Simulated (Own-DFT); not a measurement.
# Computed records: AlN (wurtzite, atoms displaced)

Computed with Own-DFT development build. A calculation, not a measurement: plane-wave PBE density functional theory by an unreviewed code, no spin, of a simulated periodic cell, stress positive in tension, free energy of the whole cell less one offset for each atom, forces on such cells passed a denser k mesh, this cell's mesh not checked; offsets are fitted by least squares, one for each functional and potential file, so energies compare only between cells with the same atoms and settings and are not formation energies; the far tail of each file's local potential was reset to the Coulomb form; each entry is a single point on an unrelaxed cell, so the pressure reflects the starting lattice, mostly measured values (interpolated for alloys), from which strain is counted, and rises with the displacements; printed positions are rounded, which can move forces by about a meV/angstrom; the program, named Own-DFT, is a retired in-house code; no spin-orbit coupling.

Settings shared by all entries: functional PBE; potential files PseudoDojo norm-conserving, scalar-relativistic, standard set; wave cutoff 42 hartree; occupations Fermi-Dirac; smearing width 0.1 eV; k mesh 2 x 2 x 2 centred on Gamma.

(1) AlN (wurtzite, atoms displaced)

```
CELL_PARAMETERS angstrom
12.44800 0.00000 0.00000
-6.22400 10.78030 0.00000
0.00000 0.00000 9.96400
ATOMIC_POSITIONS crystal
Al 0.08427 0.16752 0.99969
Al 0.16726 0.08525 0.24871
N 0.08600 0.16927 0.18846
N 0.16563 0.08575 0.44203
Al 0.08161 0.16560 0.50147
Al 0.17030 0.08497 0.74766
N 0.08414 0.16714 0.69372
N 0.16491 0.08203 0.93874
Al 0.08414 0.41738 0.00095
Al 0.16491 0.33156 0.25245
N 0.08442 0.41648 0.18948
N 0.16757 0.33282 0.44170
Al 0.08704 0.41558 0.49675
Al 0.16855 0.33495 0.75019
N 0.08399 0.41651 0.68574
N 0.16740 0.33295 0.94076
Al 0.08534 0.66827 0.00107
Al 0.16283 0.58311 0.25120
N 0.08077 0.66666 0.18886
N 0.16277 0.58057 0.44184
Al 0.08547 0.66977 0.49951
Al 0.16719 0.58448 0.74568
N 0.08291 0.66488 0.69105
N 0.16958 0.58394 0.94138
Al 0.08333 0.91839 0.00143
Al 0.16466 0.83029 0.25176
N 0.08387 0.91602 0.19566
N 0.16540 0.83397 0.44108
Al 0.08466 0.91634 0.50178
Al 0.16586 0.83502 0.74910
N 0.08484 0.91765 0.69166
N 0.16730 0.83330 0.94086
Al 0.33160 0.16489 0.99994
Al 0.41172 0.08458 0.24885
N 0.33534 0.16870 0.19309
N 0.41403 0.08302 0.44289
Al 0.33055 0.16412 0.50174
Al 0.41881 0.08217 0.75048
N 0.33340 0.16684 0.69083
N 0.41826 0.08617 0.93847
Al 0.33367 0.41857 0.00026
Al 0.41827 0.33558 0.24955
N 0.33208 0.41666 0.18996
N 0.41649 0.33014 0.43977
Al 0.33154 0.41609 0.49973
Al 0.41477 0.33290 0.74941
N 0.33377 0.41646 0.69054
N 0.41530 0.33024 0.93981
Al 0.33304 0.66537 0.00140
Al 0.41517 0.58376 0.25015
N 0.33258 0.66440 0.19039
N 0.41774 0.58256 0.44011
Al 0.33546 0.66697 0.49893
Al 0.41916 0.58583 0.74905
N 0.33420 0.66622 0.69096
N 0.41605 0.58145 0.93736
Al 0.33334 0.92188 0.00131
Al 0.41491 0.83120 0.25181
N 0.33572 0.91932 0.19120
N 0.41762 0.83564 0.43858
Al 0.33490 0.91904 0.50089
Al 0.41585 0.83103 0.74812
N 0.33333 0.91721 0.69154
N 0.41531 0.83345 0.94142
Al 0.58074 0.16570 0.99831
Al 0.66629 0.08083 0.24825
N 0.58513 0.16876 0.19019
N 0.66567 0.08465 0.43576
Al 0.58298 0.16744 0.50200
Al 0.66779 0.08305 0.74895
N 0.58312 0.16580 0.69129
N 0.66317 0.08170 0.93832
Al 0.58372 0.41874 0.99765
Al 0.66680 0.33581 0.24879
N 0.58069 0.41665 0.19394
N 0.66471 0.33257 0.44241
Al 0.58365 0.41555 0.50096
Al 0.67025 0.33391 0.74968
N 0.58599 0.41824 0.69148
N 0.66507 0.33193 0.94157
Al 0.58437 0.66814 0.00129
Al 0.66551 0.58278 0.24941
N 0.58489 0.66759 0.19145
N 0.66558 0.58060 0.43853
Al 0.58341 0.66790 0.50248
Al 0.66564 0.58207 0.75066
N 0.58474 0.66814 0.68981
N 0.66299 0.58268 0.93956
Al 0.58412 0.91421 0.00117
Al 0.66555 0.83096 0.25210
N 0.58464 0.91671 0.19005
N 0.66805 0.83257 0.44431
Al 0.58140 0.91398 0.50229
Al 0.66629 0.83185 0.75153
N 0.58740 0.91911 0.69380
N 0.66777 0.83305 0.94231
Al 0.83619 0.17085 0.99834
Al 0.91527 0.08416 0.25150
N 0.83336 0.16818 0.19242
N 0.91572 0.08370 0.44354
Al 0.83295 0.16816 0.50190
Al 0.91571 0.08392 0.75129
N 0.83524 0.16678 0.69082
N 0.91860 0.08437 0.94385
Al 0.83389 0.41419 0.00020
Al 0.91652 0.33393 0.24797
N 0.83286 0.41612 0.18904
N 0.91863 0.33402 0.44153
Al 0.83116 0.41354 0.49974
Al 0.91982 0.33585 0.75213
N 0.83626 0.41380 0.69427
N 0.91872 0.33228 0.94242
Al 0.83572 0.66835 0.99786
Al 0.91727 0.58311 0.24882
N 0.83528 0.66681 0.18985
N 0.91535 0.58068 0.43943
Al 0.83214 0.66559 0.50103
Al 0.91772 0.58449 0.74927
N 0.83488 0.66760 0.69010
N 0.91747 0.58221 0.94260
Al 0.83395 0.91929 0.99941
Al 0.91441 0.83078 0.24885
N 0.83504 0.92200 0.19154
N 0.91892 0.83326 0.44069
Al 0.83578 0.92067 0.49747
Al 0.91407 0.83139 0.74631
N 0.83290 0.91765 0.69195
N 0.91520 0.83399 0.94429
```

* free energy of cell above offsets: -62.538 eV
* pressure: 3.68 GPa
* stress xx: -3.1 GPa
* stress yy: -4.33 GPa
* stress zz: -3.61 GPa
* stress yz: 0.09 GPa
* stress xz: -0.16 GPa
* stress xy: 0.47 GPa

Force:
```
element  x (eV/Å)  y (eV/Å)  z (eV/Å)
     Al     0.093     0.042    -0.184
     Al    -0.004    -0.238     0.453
      N    -0.453    -0.548     0.537
      N      0.21    -0.632    -0.168
     Al     0.074     0.209     0.353
     Al    -0.757     -0.23      0.38
      N    -0.097    -0.019    -0.335
      N     0.336       0.2     0.355
     Al     0.519     0.046    -0.228
     Al     0.335     0.429    -0.531
      N    -0.371     0.122     0.488
      N    -0.021    -0.289    -0.256
     Al    -1.156    -0.054     0.397
     Al    -0.276    -0.219     0.042
      N     0.255     0.207     0.761
      N    -0.233     0.317    -0.076
     Al     0.073    -0.271      -0.6
     Al     0.607    -0.195    -0.258
      N     0.672     -0.01     0.453
      N     0.795     0.945    -0.246
     Al    -0.494    -0.934     0.178
     Al     0.219    -0.525     0.663
      N    -0.174     0.796    -0.213
      N    -0.676    -0.206     -0.38
     Al     0.082     -0.47     0.085
     Al     0.172     0.836    -0.325
      N    -0.162     0.238     -0.69
      N     0.802    -0.046     0.122
     Al    -0.577     0.474    -0.394
     Al     0.498    -0.459     0.372
      N    -0.442    -0.177    -0.143
      N    -0.397     0.364     0.036
     Al    -0.051     0.393    -0.016
     Al     1.784     0.058     0.646
      N    -0.899    -0.036    -0.777
      N     0.337     0.095    -0.297
     Al     0.074     0.563    -0.256
     Al    -0.589     0.394     -0.25
      N     0.552    -0.063     0.075
      N    -0.527    -0.479     0.304
     Al     0.276    -0.688    -0.161
     Al    -0.542    -0.325     0.304
      N     0.102     0.177     0.311
      N    -0.462     0.519     0.413
     Al     1.016    -0.231     -0.02
     Al     0.656     0.047     0.076
      N    -0.058     0.485    -0.168
      N    -0.229     0.589      0.22
     Al     0.136     0.436    -0.462
     Al     0.591    -0.381    -0.105
      N     -0.57     0.348     0.455
      N    -0.319     0.229     0.188
     Al    -0.561     -0.17    -0.088
     Al    -0.042    -0.682     0.007
      N    -0.012      0.12    -0.596
      N     0.153     0.736     0.591
     Al     0.722    -0.837    -0.274
     Al     0.255     0.636    -0.938
      N    -0.532    -0.661     0.198
      N     -0.07    -0.674     0.748
     Al    -0.257    -0.239    -0.131
     Al     0.022      0.72     0.767
      N     0.193    -0.361     -0.21
      N     0.177    -0.051    -0.017
     Al     0.625     0.226     0.539
     Al    -0.528     0.728    -0.146
      N     -0.55    -0.427     0.028
      N     0.273    -0.492     1.246
     Al    -0.101    -0.389    -0.638
     Al    -0.061     0.371     0.307
      N     0.302     0.243    -0.074
      N     0.806     0.306      0.46
     Al    -0.075    -0.781     0.414
     Al     0.084    -0.636     0.168
      N     0.643     0.417    -0.981
      N     0.456     0.079    -0.223
     Al    -0.492     0.014    -0.141
     Al    -0.528    -0.217      0.28
      N    -0.193    -0.453      0.03
      N     0.321     0.492    -0.197
     Al    -0.283    -0.316    -0.139
     Al      0.44     0.095      0.06
      N    -0.448    -0.279    -0.073
      N    -0.226     0.597     0.587
     Al     0.633    -0.538    -0.595
     Al     0.101     0.284    -0.197
      N      0.02    -0.276     0.309
      N     0.832     0.477       0.2
     Al    -0.742     0.467    -0.353
     Al     0.158     0.803    -0.084
      N    -0.183    -0.721     0.337
      N      -0.4     0.171    -0.437
     Al     0.443     1.024    -0.299
     Al      0.21     0.514    -0.037
      N    -0.652    -0.925    -0.589
      N    -0.054    -0.062    -0.239
     Al    -0.414    -1.434     0.508
     Al     0.393     0.533    -0.167
      N     0.181    -0.118    -0.526
      N     0.043       0.5    -0.466
     Al    -0.146    -0.123    -0.476
     Al      0.63    -0.063     0.153
      N    -0.472     0.345      0.29
      N    -0.501     0.179    -0.503
     Al    -0.534     0.233    -0.203
     Al     0.047    -0.096      0.53
      N     0.057     0.253     0.256
      N    -0.112    -0.107    -0.359
     Al     0.458     0.364     0.134
     Al     0.549    -0.634    -0.377
      N    -0.832     0.777    -0.543
      N     -0.21     0.714    -0.339
     Al    -0.375    -0.493      0.29
     Al    -0.472    -0.304     0.174
      N    -0.605     -0.33    -0.128
      N     0.063     0.389     0.358
     Al     0.162    -0.029    -0.683
     Al     0.157    -0.532     0.299
      N    -0.297     -0.54     0.255
      N    -0.071     0.125    -0.426
     Al     0.094    -0.143       0.4
     Al     0.082      0.75     0.176
      N     0.084    -1.196     0.134
      N    -0.566    -0.051     0.206
     Al     0.249    -0.927     0.605
     Al     0.259     0.917     0.744
      N     0.158     -0.16    -0.238
      N     0.331     0.033    -0.784
```

(2) AlN (wurtzite, atoms displaced)

```
CELL_PARAMETERS angstrom
12.44800 0.00000 0.00000
-6.22400 10.78030 0.00000
0.00000 0.00000 9.96400
ATOMIC_POSITIONS crystal
Al 0.08559 0.16852 0.99780
Al 0.16783 0.08482 0.25182
N 0.08087 0.16411 0.18827
N 0.16725 0.08663 0.44155
Al 0.08233 0.17053 0.50089
Al 0.16705 0.08266 0.75089
N 0.08338 0.16649 0.68719
N 0.16665 0.08301 0.93884
Al 0.08191 0.41268 0.00127
Al 0.16756 0.33435 0.25020
N 0.08595 0.41697 0.19001
N 0.16808 0.33347 0.44234
Al 0.08163 0.41952 0.49863
Al 0.16787 0.33165 0.74925
N 0.08160 0.41704 0.68895
N 0.16415 0.33293 0.94249
Al 0.08088 0.66544 0.99959
Al 0.16597 0.58149 0.25047
N 0.08383 0.66776 0.19700
N 0.16785 0.58387 0.44001
Al 0.08655 0.66542 0.50038
Al 0.16644 0.58367 0.74957
N 0.08239 0.66369 0.69156
N 0.16734 0.58521 0.93939
Al 0.08482 0.91816 0.99661
Al 0.16673 0.83395 0.24887
N 0.08570 0.91547 0.19000
N 0.16723 0.83078 0.44099
Al 0.08257 0.91606 0.50248
Al 0.16655 0.83221 0.74772
N 0.08017 0.91471 0.68721
N 0.16126 0.82783 0.93673
Al 0.33315 0.16568 0.99930
Al 0.41724 0.08011 0.24776
N 0.33286 0.16575 0.19204
N 0.41553 0.08151 0.44125
Al 0.33544 0.16986 0.50252
Al 0.41620 0.08141 0.75120
N 0.33211 0.16585 0.69171
N 0.41655 0.08594 0.93982
Al 0.33225 0.41671 0.99796
Al 0.41640 0.33433 0.25119
N 0.33444 0.41500 0.19420
N 0.42035 0.33612 0.44409
Al 0.33371 0.41615 0.49830
Al 0.41720 0.33520 0.74999
N 0.33456 0.41638 0.69250
N 0.41656 0.33503 0.94340
Al 0.33365 0.66846 0.99951
Al 0.41615 0.58357 0.24623
N 0.33364 0.66588 0.18985
N 0.41572 0.58206 0.44052
Al 0.33249 0.66654 0.49974
Al 0.42031 0.58456 0.75541
N 0.33412 0.67015 0.69052
N 0.41304 0.58316 0.93718
Al 0.33576 0.91679 0.00037
Al 0.41380 0.83164 0.24833
N 0.33380 0.91715 0.19015
N 0.41619 0.83434 0.44220
Al 0.33308 0.91842 0.50230
Al 0.41545 0.83236 0.74827
N 0.33373 0.91715 0.68979
N 0.41382 0.83332 0.94009
Al 0.58428 0.16344 0.99504
Al 0.66882 0.08305 0.24940
N 0.57998 0.16266 0.19191
N 0.66441 0.08217 0.44011
Al 0.58143 0.16619 0.49607
Al 0.66243 0.08220 0.74751
N 0.58340 0.16790 0.69224
N 0.66634 0.08371 0.94423
Al 0.58330 0.41692 0.99957
Al 0.66916 0.33451 0.25187
N 0.58259 0.41593 0.19298
N 0.66833 0.33353 0.44207
Al 0.58120 0.41825 0.50042
Al 0.66480 0.33160 0.75166
N 0.58082 0.41595 0.68915
N 0.66437 0.33355 0.94465
Al 0.58351 0.66537 0.00084
Al 0.66764 0.58132 0.24802
N 0.58445 0.66640 0.19129
N 0.67004 0.58572 0.43687
Al 0.58223 0.66786 0.50006
Al 0.66760 0.58509 0.74791
N 0.58059 0.66725 0.68898
N 0.66763 0.58527 0.93836
Al 0.58157 0.91453 0.99955
Al 0.67009 0.83265 0.25020
N 0.58427 0.92096 0.19086
N 0.66741 0.83417 0.43860
Al 0.58667 0.91977 0.49935
Al 0.66676 0.83672 0.74597
N 0.58235 0.91745 0.69467
N 0.66589 0.83258 0.94045
Al 0.83570 0.16534 0.99882
Al 0.91649 0.08501 0.25065
N 0.83188 0.16820 0.19291
N 0.91880 0.08530 0.44227
Al 0.83279 0.16324 0.50038
Al 0.91352 0.08124 0.75078
N 0.83527 0.16905 0.69035
N 0.91493 0.08223 0.93912
Al 0.83486 0.41949 0.00271
Al 0.91661 0.33411 0.24814
N 0.83322 0.41760 0.19065
N 0.91630 0.33122 0.44049
Al 0.83321 0.42003 0.49907
Al 0.91463 0.33399 0.74893
N 0.83274 0.41606 0.68969
N 0.91694 0.33574 0.94020
Al 0.83318 0.66571 0.99850
Al 0.91752 0.58370 0.24935
N 0.83490 0.66947 0.18959
N 0.91821 0.58109 0.44038
Al 0.83217 0.66591 0.50223
Al 0.91771 0.58317 0.74951
N 0.83255 0.66599 0.69262
N 0.91280 0.57908 0.93914
Al 0.83183 0.91621 0.00132
Al 0.91403 0.83461 0.24891
N 0.82962 0.91647 0.18979
N 0.91847 0.83219 0.43898
Al 0.83188 0.91785 0.50052
Al 0.91820 0.83426 0.75084
N 0.83393 0.91594 0.68928
N 0.91716 0.83197 0.94171
```

- free energy of cell above offsets: -62.226 eV
- pressure: 3.79 GPa
- stress xx: -3.74 GPa
- stress yy: -3.95 GPa
- stress zz: -3.7 GPa
- stress yz: 0.07 GPa
- stress xz: 0.17 GPa
- stress xy: -0.12 GPa

Force:
```
element  x (eV/Å)  y (eV/Å)  z (eV/Å)
     Al     -0.35    -0.732      0.25
     Al    -0.028    -0.516    -0.105
      N     0.131     0.549     0.203
      N     0.105    -0.297     0.222
     Al     0.868     -0.53    -0.213
     Al    -0.344    -0.011    -0.785
      N    -0.184    -0.272     1.163
      N    -0.029     0.227      0.11
     Al    -0.505     1.246    -0.486
     Al     0.174    -0.599     0.215
      N    -0.527     -0.19     0.179
      N     -0.57     0.515    -0.423
     Al     0.599    -0.738     0.252
     Al    -0.771      0.43    -0.237
      N     0.535    -0.085     0.311
      N     0.725    -0.055    -0.526
     Al     0.226     -0.26     0.322
     Al    -0.008     0.481     -0.19
      N     0.258    -0.462    -1.217
      N     0.156      -0.2     -0.12
     Al    -0.837     0.189    -0.127
     Al     0.396    -0.287     0.154
      N    -0.132     0.572     -0.36
      N    -0.038    -0.634     0.542
     Al     0.039    -0.589     0.681
     Al     0.159    -0.014      0.53
      N    -0.996     0.552    -0.202
      N    -0.328     0.548      0.23
     Al     0.308     0.297    -1.209
     Al    -0.192    -0.158    -0.068
      N     0.664      0.34     1.013
      N     0.608     1.142     0.429
     Al    -0.159     0.522     0.451
     Al    -0.662      0.64     0.539
      N     0.155     0.219    -0.212
      N    -0.297     0.521    -0.126
     Al    -0.157    -0.608    -0.425
     Al    -0.338     0.498    -0.353
      N     0.356     0.205     0.248
      N     0.416    -0.853     0.097
     Al     0.008    -0.034     0.522
     Al     0.654    -0.625      0.09
      N    -0.662     0.471    -0.861
      N    -0.696    -0.525    -0.607
     Al    -0.113     0.269     0.508
     Al     0.084    -0.582     0.274
      N    -0.357     0.371     -0.16
      N    -0.007    -0.267    -0.432
     Al    -0.452    -0.364    -0.159
     Al      0.41    -0.123     0.781
      N    -0.269     0.039    -0.098
      N    -0.022     0.329    -0.307
     Al     0.457     0.247     0.115
     Al    -1.168    -0.219    -1.634
      N     0.369    -0.956     0.059
      N     0.766     0.124      1.52
     Al    -1.217     0.037     -0.25
     Al     0.641     0.542     0.584
      N     -0.15    -0.601    -0.308
      N     0.335    -0.057    -0.211
     Al     0.175    -0.475    -0.578
     Al    -0.187     0.216     0.188
      N     -0.14    -0.086     0.481
      N      0.77      0.08     -0.11
     Al    -0.888     0.904     1.279
     Al    -1.006     0.204      0.04
      N     0.745     0.925    -0.341
      N     0.593     0.407     0.253
     Al     0.219     0.193      0.47
     Al     0.902      0.71     0.645
      N    -0.264    -0.428     -0.43
      N     0.763    -0.531    -1.039
     Al    -0.166     0.104     0.373
     Al    -0.616    -0.803    -0.321
      N     0.239     0.044    -0.367
      N    -0.679     0.121    -0.108
     Al      1.24     0.262    -0.197
     Al     0.063     0.716    -0.057
      N     0.503     0.396     0.428
      N     0.676    -0.161    -0.531
     Al    -0.296     0.233    -0.239
     Al    -0.088     0.393     0.093
      N    -0.154    -0.116    -0.223
      N     -0.68    -0.264     0.766
     Al     0.239    -0.374    -0.495
     Al     -0.34    -0.346     0.091
      N     0.814     0.386     0.181
      N    -0.153    -0.454     0.219
     Al     0.032     0.384      0.21
     Al    -1.627    -0.004    -0.248
      N     0.406    -1.491    -0.065
      N    -0.069     0.063      0.55
     Al    -0.847    -0.812    -0.048
     Al     0.407    -0.715     0.771
      N     0.068     0.028    -0.895
      N    -0.063    -0.065    -0.259
     Al    -1.017     0.564     0.223
     Al         0    -0.126    -0.044
      N     0.858    -0.049    -0.615
      N     -0.37    -0.642    -0.433
     Al    -0.576      0.92    -0.079
     Al     0.469      0.59    -0.482
      N     -0.54    -0.908     0.203
      N     0.654    -0.047     0.269
     Al    -0.339    -1.059    -0.469
     Al     0.152     0.043     0.518
      N     0.289     0.105     0.133
      N     -0.39     0.273    -0.229
     Al     0.649    -1.061      0.26
     Al     0.464     0.159     0.024
      N    -0.496     0.167      0.17
      N     0.088     -0.62      0.31
     Al     0.016      0.14     0.136
     Al    -0.308      0.34      0.38
      N     0.023    -0.598    -0.149
      N    -0.431     0.858     0.104
     Al     0.704      0.19    -0.508
     Al    -0.293    -0.394    -0.096
      N     0.241     0.262    -0.208
      N     0.256     0.946     0.241
     Al     0.254    -0.197    -0.467
     Al     1.066     0.056     0.013
      N     0.882     0.643     0.134
      N    -0.884     0.264     0.311
     Al     1.083     -0.25    -0.388
     Al    -0.354    -0.429     0.019
      N    -0.369     0.049     0.207
      N    -0.411      0.49    -0.157
```
